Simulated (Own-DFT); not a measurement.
# Response to strain: 2H SiC, 72 atoms (C36Si36)

Calculated results; nothing here was measured. The program, named Own-DFT, is a retired in-house plane-wave density functional code that no person has reviewed. Each row is one single-point run on a periodic cell that was not relaxed, without spin or spin-orbit coupling.

Settings of every run: PBE; PseudoDojo norm-conserving scalar-relativistic files; cutoff 42 hartree; 4 x 4 x 3 k mesh centred on Gamma; Fermi-Dirac smearing of 0.1 eV.

Known limits: forces on such cells passed a denser k mesh, each cell not checked; stress not checked against mesh or cutoff.

Unstrained cell vectors in Å: (9.248, 0.000, 0.000); (-4.624, 8.009, 0.000); (0.000, 0.000, 10.068). The unstrained cell has measured lattice constants (interpolated for alloys), not those of this functional. That, the random moves and any unrelaxed bonds set the pressure at no strain. Each run strains this cell uniformly, with the atoms carried along. Every atom was also moved at random, by a Gaussian of width 0.05 Å on each axis. Strain is the symmetric tensor, in per cent. Stress is positive in tension, and the pressure is minus a third of its trace.

| run | e_xx (%) | e_yy (%) | e_zz (%) | e_yz (%) | e_xz (%) | e_xy (%) | s_xx (GPa) | s_yy (GPa) | s_zz (GPa) | s_yz (GPa) | s_xz (GPa) | s_xy (GPa) | P (GPa) | E (meV/atom) |
|---|---|---|---|---|---|---|---|---|---|---|---|---|---|---|
| 1 | 0.63 | 0.42 | -1.49 | 1.24 | -1.31 | 1.19 | -0.72 | -3.23 | -15.08 | 4.43 | -4.71 | 4.97 | 6.34 | 15.1 |
| 2 | 0.27 | -0.93 | -0.77 | -1.98 | -0.32 | 1.24 | -3.98 | -10.02 | -13.02 | -7.09 | -1.55 | 6.45 | 9.01 | 35.5 |
| 3 | -0.70 | -1.39 | -0.13 | 1.59 | -1.04 | 1.70 | -10.16 | -14.87 | -9.11 | 5.24 | -3.69 | 10.54 | 11.38 | 40.0 |
| 4 | -0.06 | 0.01 | 0.86 | 1.74 | -0.73 | 0.40 | -3.69 | -5.00 | -2.27 | 5.14 | -1.89 | 2.00 | 3.65 | 15.4 |
| 5 | -1.40 | 0.08 | 0.84 | 1.44 | -1.65 | 1.85 | -11.82 | -4.93 | -4.39 | 4.67 | -4.82 | 9.98 | 7.05 | 30.0 |
| 6 | 0.49 | -1.87 | 0.53 | 0.51 | 0.83 | 0.24 | -1.87 | -16.39 | -4.26 | 2.15 | 2.07 | 1.61 | 7.50 | 23.0 |
| 7 | 0.54 | 1.09 | 1.07 | -1.86 | 1.49 | 0.22 | 0.76 | 2.38 | -1.94 | -5.41 | 4.52 | -0.28 | -0.40 | 12.8 |
| 8 | -1.41 | -0.24 | 0.97 | -0.61 | 0.03 | 0.76 | -12.94 | -6.13 | -2.87 | -2.55 | -0.47 | 2.19 | 7.31 | 27.4 |
| 9 | 1.93 | -0.52 | -1.70 | 0.44 | 0.30 | 0.63 | 4.81 | -6.85 | -17.10 | 2.18 | 0.82 | 3.84 | 6.38 | 23.4 |
| 10 | -1.84 | 0.09 | 1.67 | -1.06 | -0.97 | -0.51 | -12.00 | -5.15 | 0.66 | -3.60 | -3.10 | -2.01 | 5.50 | 19.3 |
| 11 | -1.30 | 0.18 | 0.49 | -0.40 | 1.72 | 0.00 | -9.98 | -4.57 | -5.22 | -1.54 | 5.68 | 0.22 | 6.59 | 5.4 |
| 12 | 0.32 | -0.13 | 0.59 | 1.15 | -1.72 | 1.33 | -0.98 | -4.34 | -4.15 | 3.34 | -5.23 | 5.96 | 3.16 | 0.0 |
| 13 | -1.60 | -1.26 | -0.13 | -0.98 | 0.15 | -1.58 | -17.05 | -12.59 | -9.21 | -3.21 | 0.36 | -6.78 | 12.95 | 38.5 |
| 14 | 1.21 | 0.59 | 0.15 | 0.84 | 1.09 | -0.19 | 3.77 | -1.34 | -6.42 | 3.42 | 4.23 | -1.92 | 1.33 | 10.5 |
| 15 | 1.21 | 0.54 | 0.39 | -1.04 | -1.15 | 0.44 | 1.88 | -1.86 | -3.47 | -3.76 | -4.11 | 1.75 | 1.15 | 21.8 |
| 16 | 0.31 | -1.70 | -1.41 | -0.92 | -1.75 | 1.60 | -6.45 | -16.06 | -16.19 | -3.18 | -5.76 | 8.43 | 12.90 | 54.6 |
| 17 | -0.71 | 1.09 | -1.89 | -1.57 | -0.98 | -0.08 | ? | ? | ? | ? | ? | ? | ? | ? |

E is the free energy for each atom above the lowest run shown.

## Worked fit

Each stress component was fitted by least squares to a constant and the strains of the runs shown, as fractions, with shears doubled. Shear strains stay in the fit of a normal stress only where such slopes are resolved. The slopes, in GPa:

| stress | at no strain | per e_xx | per e_yy | per e_zz | scatter |
|---|---|---|---|---|---|
| s_xx | -4.3 | 591 ± 32 | 112 ± 39 | 109 ± 40 | 1.13 |
| s_yy | -5.0 | 40 ± 22 | 607 ± 26 | 22 ± 27 | 0.75 |
| s_zz | -7.7 | 59 ± 20 | 15 ± 23 | 580 ± 24 | 0.68 |

Each shear stress against twice its own strain: yz 169 ± 5, xz 160 ± 6, xy 242 ± 16 GPa. These are stiffnesses along x, y and z of the frame in which the cell vectors are given, which need not be the crystal's axes. The atoms are held to the strained lattice; where symmetry lets them move under strain, relaxing them would lower some slopes. The table should be nearly symmetric about its diagonal, and what it lacks of that shows the noise. A ninth of its sum, 237 ± 6 GPa, estimates the bulk modulus near the mean pressure of these runs, 6.4 GPa, so it lies above the value at zero pressure.

## Withheld run

Question: what normal stresses and pressure should run 17 give?

The fit gives s_xx = -9.3, s_yy = 0.9, s_zz = -18.9 and P = 9.1 GPa. The calculation gave -7.99, -2.00, -17.92 and P = 9.30 GPa. This run lies off the fit, by chance or by something that the fit leaves out.
